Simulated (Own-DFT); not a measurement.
Simulation results for AlGa3N4 (wurtzite random alloy, strained, atoms displaced)

All values are calculated (Own-DFT development build). A calculation, not a measurement: plane-wave PBE density functional theory by an unreviewed code, no spin, of a simulated periodic cell, stress positive in tension, free energy of the whole cell less one offset for each atom, forces on such cells passed a denser k mesh, this cell's mesh not checked; offsets are fitted by least squares, one for each functional and potential file, so energies compare only between cells with the same atoms and settings and are not formation energies; the far tail of each file's local potential was reset to the Coulomb form; each entry is a single point on an unrelaxed cell, so the pressure reflects the starting lattice, mostly measured values, from which strain is counted, and rises with the displacements; printed positions are rounded, which can move forces by about a meV/angstrom; the program is a retired in-house code; no spin-orbit coupling.

Settings shared by all entries: functional PBE; potential files PseudoDojo norm-conserving, scalar-relativistic, standard set with the stringent files for Ga; wave cutoff 96 hartree; occupations Gaussian; smearing width 0.01 eV; k mesh 4 x 4 x 3 centred on Gamma.

(1) 
```xyz
72
Lattice="9.4379 0.0000 0.0000 -4.7190 8.1735 0.0000 0.0000 0.0000 10.2685" Properties=species:S:1:pos:R:3:force_x:R:1:force_y:R:1:force_z:R:1 formula=AlGa3N4 free_energy_of_cell_above_offsets=-8.473 pressure=10.45 stress_xx=-11 stress_yy=-12.26 stress_zz=-8.09 stress_yz=-0.3 stress_xz=0.14 stress_xy=-1.08
Ga    -0.0348     1.8700     0.0011      1.115     -1.213      0.951
Ga     1.4688     0.8829     2.5444      2.286      0.721      1.297
N     -0.0341     1.7998     2.0108     -0.819      0.798     -1.435
N      1.6159     0.8902     4.4931     -0.057      0.303      0.434
Ga    -0.0367     1.8168     5.1407      1.295      0.187     -0.307
Ga     1.6233     0.8949     7.6864     -0.229      0.144     -0.558
N     -0.0502     1.8227     7.0808      0.655     -0.357      0.357
N      1.5822     0.8832     9.6364     -0.048       1.04     -0.178
Ga    -1.6096     4.6546     0.0553     -0.015     -2.671     -0.523
Ga    -0.0591     3.6094     2.6698      1.883     -0.102     -1.818
N     -1.5773     4.4724     1.9701     -0.595       0.42     -0.352
N      0.0215     3.7255     4.4962     -1.094     -0.053      1.783
Al    -1.6008     4.6398     5.0349      0.686     -2.193      2.048
Ga     0.0862     3.6056     7.7666     -1.822      0.455     -0.547
N     -1.5814     4.5878     7.1114      1.083     -1.553     -2.089
N      0.0100     3.6300     9.7301     -1.255      0.761     -1.205
Ga    -3.1081     7.2757    10.2561     -0.297     -0.179     -0.452
Ga    -1.5110     6.2919     2.5083     -1.183      1.119      0.828
N     -3.0925     7.3185     1.8724     -0.259      -1.61      0.782
N     -1.5571     6.3344     4.4820     -0.369      0.355     -1.037
Ga    -3.2206     7.1624     5.0669      4.329      3.663      1.387
Ga    -1.5877     6.3277     7.6700      0.832      1.254      0.267
N     -3.0777     7.2689     6.9741     -1.766     -0.329      1.282
N     -1.5900     6.3074     9.6060       0.89      2.106      0.419
Ga     3.2087     1.8316     0.0341     -0.952     -0.321      0.315
Ga     4.7053     0.9117     2.5399     -0.773     -0.054      1.059
N      3.1506     1.8257     1.9867     -0.669      0.555     -0.428
N      4.7315     0.8670     4.5240      0.632       1.36     -0.453
Al     3.2772     1.8072     5.1654     -2.414     -0.279     -2.305
Al     4.7916     0.9319     7.7185     -1.819     -0.955     -0.102
N      3.1179     1.8556     6.9263      1.281     -0.612      3.017
N      4.7619     0.8950     9.6947     -0.451     -0.092     -1.566
Al     1.4710     4.5279    10.1689      3.204      1.256      1.555
Al     3.1258     3.6384     2.6045      0.233     -0.017     -1.006
N      1.5907     4.5272     1.8648     -0.394     -0.294      0.042
N      3.0871     3.5476     4.4742      0.409      1.641      0.591
Al     1.5260     4.6231     5.0908      1.258     -1.414      0.749
Ga     3.2258     3.6625     7.6378     -2.588     -1.322       0.99
N      1.5026     4.6296     7.0824      1.608     -1.873     -1.592
N      3.1564     3.6051     9.6579     -0.557      1.507     -0.923
Ga     0.0660     7.2686     0.1013     -0.667     -0.209      -2.43
Ga     1.5992     6.3276     2.5608      0.436     -0.277     -0.301
N      0.0239     7.2551     1.9418      0.185     -0.148      0.954
N      1.6354     6.3705     4.4862     -0.397     -0.266      0.253
Ga    -0.0223     7.2652     5.0486       0.62     -0.396        1.9
Ga     1.6466     6.3508     7.6562     -2.451      1.056      0.938
N      0.0151     7.2671     7.0990      0.171      1.108     -0.556
N      1.6070     6.4492     9.5843      -0.04     -1.936      0.865
Ga     6.3046     1.8197    10.2357     -0.391      0.943      0.982
Ga     7.8101     0.8867     2.5019      0.037      1.649      1.862
N      6.2368     1.8422     2.0373      0.884      0.595     -1.584
N      7.8281     0.9348     4.5190     -0.389     -0.115     -0.074
Al     6.2743     1.7734     5.1419      0.169      0.801     -0.035
Ga     7.8984     0.8082     7.7313     -0.921      2.445     -0.158
N      6.2115     1.8555     7.0598       1.39     -1.008      -0.36
N      7.8597     0.9227     9.6849       0.38      0.285      -0.87
Al     4.7390     4.5072    10.2058      -1.43       0.83      1.011
Al     6.3218     3.6254     2.4992     -2.111      0.669      1.139
N      4.6716     4.5829     1.8540      0.855     -0.598      0.918
N      6.2849     3.6859     4.5482      2.176     -1.847     -1.868
Ga     4.8206     4.5295     5.1489     -3.029      0.684     -0.602
Ga     6.3296     3.6677     7.6474      0.377     -0.602      0.952
N      4.7322     4.4402     7.0456      0.594      2.927     -0.064
N      6.2432     3.6649     9.6357      0.982     -0.257      0.022
Ga     3.1995     7.3087    10.2357     -0.757     -0.952      1.134
Ga     4.6869     6.4603     2.5506      1.134     -1.574     -0.179
N      3.1546     7.3470     1.9498     -0.635     -1.736      -1.14
N      4.7646     6.4453     4.5284     -3.617     -3.114     -1.883
Ga     3.1947     7.2715     5.1758     -0.615      0.661     -1.294
Ga     4.6288     6.3787     7.7695      2.482     -0.764       -1.6
N      3.1319     7.2575     7.0462      0.821     -0.035      0.158
N      4.7094     6.3650     9.6264      0.501      -0.97      0.632
```

Units: free_energy_of_cell_above_offsets in eV; pressure, stress_xx, stress_yy, stress_zz, stress_yz, stress_xz, stress_xy in GPa; force_x, force_y, force_z in eV/Å.

(2) 
```xyz
72
Lattice="9.4379 0.0000 0.0000 -4.7190 8.1735 0.0000 0.0000 0.0000 10.2685" Properties=species:S:1:pos:R:3:force_x:R:1:force_y:R:1:force_z:R:1 formula=AlGa3N4 free_energy_of_cell_above_offsets=-6.570 pressure=10.96 stress_xx=-10.92 stress_yy=-12.83 stress_zz=-9.15 stress_yz=0.06 stress_xz=-0.25 stress_xy=0.06
Al     0.1189     1.8924     0.0663     -1.993     -0.171     -0.965
Al     1.6199     0.7885     2.5197     -0.537       2.99      0.631
N      0.0437     1.8664     1.9635      0.028     -2.385     -0.267
N      1.4814     0.9329     4.5448      2.786     -3.028     -1.653
Ga     0.0069     1.8040     5.0936     -0.365      1.028      1.591
Ga     1.6238     0.8500     7.6751     -0.694      1.818      0.656
N      0.0491     1.8228     7.0655     -0.282     -0.667     -0.674
N      1.5370     0.9159     9.5967      0.709      0.392      1.077
Ga    -1.6110     4.6588     0.0707      0.765      -2.19     -2.365
Ga     0.0034     3.6236     2.5846     -0.097      0.037     -0.489
N     -1.5100     4.5889     1.8468     -0.882      0.174       4.24
N     -0.0137     3.5940     4.4947     -0.511      1.572      0.257
Al    -1.5397     4.5417     5.1080     -0.309     -3.078       1.52
Al    -0.0181     3.5153     7.6573      0.764      2.483      1.242
N     -1.5532     4.4862     7.0471      0.572      1.191     -0.347
N      0.0099     3.7043     9.6394      0.005     -1.341     -0.736
Ga    -3.0973     7.2601     0.0384     -1.049      0.639     -0.721
Al    -1.5525     6.3067     2.6213     -0.105      0.244     -1.116
N     -3.1779     7.2247     1.9738      2.483      0.048      0.567
N     -1.6160     6.2020     4.5567      -0.67      3.097     -1.386
Al    -3.1605     7.2333     5.1519     -0.204      0.812      0.614
Al    -1.5513     6.3413     7.6984     -0.043     -0.734      0.923
N     -3.1527     7.2657     7.2324      0.487     -2.695     -3.066
N     -1.5737     6.3726     9.6950      0.726      1.027     -2.161
Ga     3.1943     1.8559    10.1407     -1.463     -1.154      1.695
Ga     4.7997     0.9142     2.6775     -1.741      0.266     -2.377
N      3.0765     1.8550     1.8891      0.676     -1.643      0.409
N      4.7063     0.9562     4.5413      0.866     -1.582      0.836
Ga     3.1367     1.8586     5.1054     -0.644     -0.355      1.003
Ga     4.8404     0.8629     7.7724     -1.157       0.35     -1.521
N      3.1656     1.7851     7.0816      1.028       0.29      0.137
N      4.7335     0.8554     9.6678     -0.122     -0.018     -0.413
Ga     1.5386     4.6121     0.0813      -0.07     -2.462     -1.139
Ga     3.1343     3.7016     2.5342     -0.857     -2.405      1.399
N      1.5756     4.4966     1.9203     -0.549       1.48      1.188
N      3.1936     3.6098     4.4939      -0.42      1.656     -0.096
Ga     1.5476     4.5750     5.0731      1.179     -0.943      0.926
Ga     3.1071     3.6871     7.7252      0.282     -1.171     -1.143
N      1.6356     4.5976     7.0380     -2.184     -1.849     -0.465
N      3.2066     3.6626     9.6188     -4.808       -1.8     -1.472
Ga     0.0570     7.2392     0.0504     -0.545      -0.28     -1.703
Ga     1.5540     6.3504     2.6084      0.528     -0.639     -1.158
N      0.0349     7.1937     1.8626     -1.255      0.839      3.364
N      1.5758     6.4006     4.4749     -0.494     -0.013      0.489
Ga    -0.0659     7.1764     5.1674      1.007      1.356      0.342
Ga     1.5526     6.3249     7.7123      1.919     -0.549      0.302
N      0.0856     7.1699     7.1174     -3.216      1.515     -0.842
N      1.5489     6.2482     9.6049      0.735      2.635       0.53
Ga     6.2345     1.8113    10.2263      2.427     -0.575      1.327
Ga     7.8119     0.8408     2.6468      0.908      2.104     -2.024
N      6.2742     1.9183     1.9747      0.567     -2.885     -0.567
N      7.8963     0.9518     4.5292     -1.762     -0.728      0.163
Al     6.3056     1.8014     5.0837     -0.126       0.38      1.419
Ga     7.8342     0.9513     7.6612      1.909     -1.394      1.045
N      6.3597     1.8933     7.0904     -1.646     -2.077     -2.507
N      7.8999     0.9616     9.5942       0.26     -0.649      1.492
Ga     4.6115     4.3897    10.1849      6.025       3.86      2.778
Ga     6.3001     3.6054     2.6413       -0.3      2.144     -1.484
N      4.6323     4.4442     1.9447      3.025       2.49     -0.821
N      6.3231     3.5941     4.5100      0.797      0.397      1.204
Ga     4.8060     4.6233     5.1412     -1.246     -2.648      0.189
Ga     6.3089     3.5818     7.7055     -0.198      2.466       1.09
N      4.6779     4.5550     7.0583      1.307      0.355       0.47
N      6.3967     3.5759     9.7128     -1.912      1.394     -1.454
Ga     3.1635     7.1548     0.0344     -0.193       2.07     -1.191
Ga     4.7217     6.4369     2.5744     -0.288     -2.953     -0.558
N      3.1770     7.2562     1.9645     -1.394      0.013      0.021
N      4.6693     6.3321     4.4908      2.775      1.145     -0.146
Ga     3.2141     7.2616     5.0186      -2.08       0.78      2.837
Al     4.7058     6.3287     7.6508     -0.384      0.732      1.792
N      3.1177     7.2334     7.1069      1.255       0.45     -1.165
N      4.7528     6.3803     9.6980     -0.008     -1.654     -1.571
```

Units: free_energy_of_cell_above_offsets in eV; pressure, stress_xx, stress_yy, stress_zz, stress_yz, stress_xz, stress_xy in GPa; force_x, force_y, force_z in eV/Å.

(3) 
```xyz
72
Lattice="9.4379 0.0000 0.0000 -4.7190 8.1735 0.0000 0.0000 0.0000 10.2685" Properties=species:S:1:pos:R:3:force_x:R:1:force_y:R:1:force_z:R:1 formula=AlGa3N4 free_energy_of_cell_above_offsets=-9.506 pressure=9.88 stress_xx=-10.87 stress_yy=-11.66 stress_zz=-7.11 stress_yz=-0.06 stress_xz=0.65 stress_xy=-1.01
Al    -0.0242     1.8242    10.2666     -0.078      0.596     -0.006
Ga     1.5947     0.8920     2.5959     -0.016      0.735      0.036
N      0.0083     1.8409     1.9451      0.021     -0.042     -1.044
N      1.7124     0.8565     4.5427     -3.094     -0.416     -0.889
Ga     0.0388     1.8112     5.0780     -0.475     -0.663      0.418
Ga     1.5938     0.9311     7.7136     -0.624     -0.562     -0.248
N     -0.0023     1.8845     7.0824      0.055     -0.478     -0.401
N      1.5038     0.9529     9.6269     -0.371     -0.767      0.599
Ga    -1.5206     4.4946    10.2066     -2.082      1.277       1.63
Ga    -0.0074     3.6730     2.5304      0.624     -0.243      0.613
N     -1.5674     4.5725     1.9248      0.968      0.262     -0.764
N      0.0243     3.6601     4.5421     -1.193     -1.022     -1.102
Ga    -1.5687     4.5633     5.1218     -0.304     -0.573       0.08
Al    -0.0184     3.6235     7.6791      0.334      1.016      0.258
N     -1.6619     4.5370     7.0515      2.503      0.442       0.54
N     -0.0497     3.6873     9.6526       2.91     -2.287     -1.461
Ga    -3.1814     7.2250     0.0393      2.385      1.666     -0.013
Ga    -1.5653     6.3317     2.6231      0.611      1.641     -1.603
N     -3.1977     7.3104     1.9542     -0.162     -1.779      0.446
N     -1.5966     6.3519     4.4911      0.693     -0.375      0.327
Ga    -3.1533     7.1658     5.1214      0.492      1.549      0.136
Al    -1.6007     6.2712     7.7150      0.276      1.881      0.309
N     -3.0715     7.2862     6.9911     -0.906     -1.132      2.179
N     -1.5353     6.3115     9.7213     -0.569      1.129      -1.99
Ga     3.0986     1.8505    10.2243      0.823     -0.663      0.536
Ga     4.7769     0.9553     2.5769     -1.372     -0.493     -0.028
N      3.0953     1.8410     1.9370      1.013      0.928      0.166
N      4.7264     0.8964     4.5187     -0.406      0.908      0.077
Ga     3.0818     1.8746     5.1015      2.418      -0.39      1.314
Ga     4.7360     0.9335     7.6217      0.049      0.358      1.434
N      3.1310     1.7938     7.1297      0.413      2.356     -1.273
N      4.7655     0.8926     9.6633     -1.055      0.119     -0.767
Al     1.5542     4.5657    10.2446      0.857     -0.762      0.007
Al     3.1859     3.6792     2.5249     -0.874     -1.295      0.159
N      1.6002     4.5325     1.9305       0.62      0.814     -0.743
N      3.1075     3.6824     4.5091      1.541      -0.87     -1.727
Ga     1.5752     4.4885     5.0582     -0.419       1.93      1.497
Al     3.2144     3.6837     7.6134     -2.036     -1.987      1.693
N      1.6114     4.5725     7.0792     -0.546     -2.317     -0.639
N      3.1510     3.6032     9.5532     -0.391      2.014       0.07
Al    -0.0087     7.2898    10.1708      0.682     -0.301      1.526
Al     1.6336     6.3578     2.5426      -1.84      0.068      -0.03
N      0.0418     7.3200     1.9335      0.227     -1.244      -0.83
N      1.5382     6.2791     4.4169      0.449      1.334      0.813
Ga    -0.0329     7.2778     5.1541      0.599     -0.384     -0.296
Ga     1.6626     6.2829     7.6952     -1.834      1.959      0.402
N     -0.1022     7.3316     7.0870      0.896     -2.501      0.207
N      1.5563     6.3091     9.6082       0.44      1.002      0.944
Ga     6.2460     1.9051     0.0134     -0.606     -1.041      0.767
Ga     7.8647     0.9423     2.4909     -0.263      0.194      1.405
N      6.2882     1.8875     1.9904      0.689     -0.009     -1.178
N      7.7993     0.8790     4.4786      1.246      1.067      0.011
Ga     6.2738     1.8591     5.1484      0.054      -0.24     -0.972
Ga     7.8687     0.9191     7.6934     -0.346      0.931      0.166
N      6.2955     1.8980     7.0248      0.315     -0.645      1.038
N      7.7718     0.9967     9.6477      2.114      -0.47      0.104
Ga     4.7981     4.5921     0.0462     -2.174      -0.57      -1.22
Ga     6.4120     3.6939     2.5645     -1.963     -0.812     -0.143
N      4.7265     4.4612     1.8860     -0.007      1.966      2.039
N      6.2981     3.6441     4.4246     -0.277      0.515      1.589
Ga     4.6823     4.5506     5.1294      0.916     -0.293      -0.15
Ga     6.2797     3.6972     7.7240      0.112     -1.553      0.727
N      4.7311     4.4694     7.1069     -0.586      1.833     -1.224
N      6.2602     3.6619     9.6783      1.067      0.452     -1.093
Ga     3.2337     7.3577     0.0583     -1.914     -0.687      -0.27
Al     4.7077     6.3434     2.5349      0.091     -0.056      0.756
N      3.1276     7.2909     2.0310      1.124     -1.064     -1.115
N      4.7381     6.3568     4.5260     -1.399     -0.208     -1.468
Ga     3.1277     7.3242     5.2025     -0.496     -1.278     -2.527
Ga     4.6586     6.3500     7.6276      2.315       0.11      1.102
N      3.1682     7.2863     7.0462     -0.619      0.249      1.051
N      4.7623     6.4082     9.7109     -1.645     -0.834     -1.952
```

Units: free_energy_of_cell_above_offsets in eV; pressure, stress_xx, stress_yy, stress_zz, stress_yz, stress_xz, stress_xy in GPa; force_x, force_y, force_z in eV/Å.
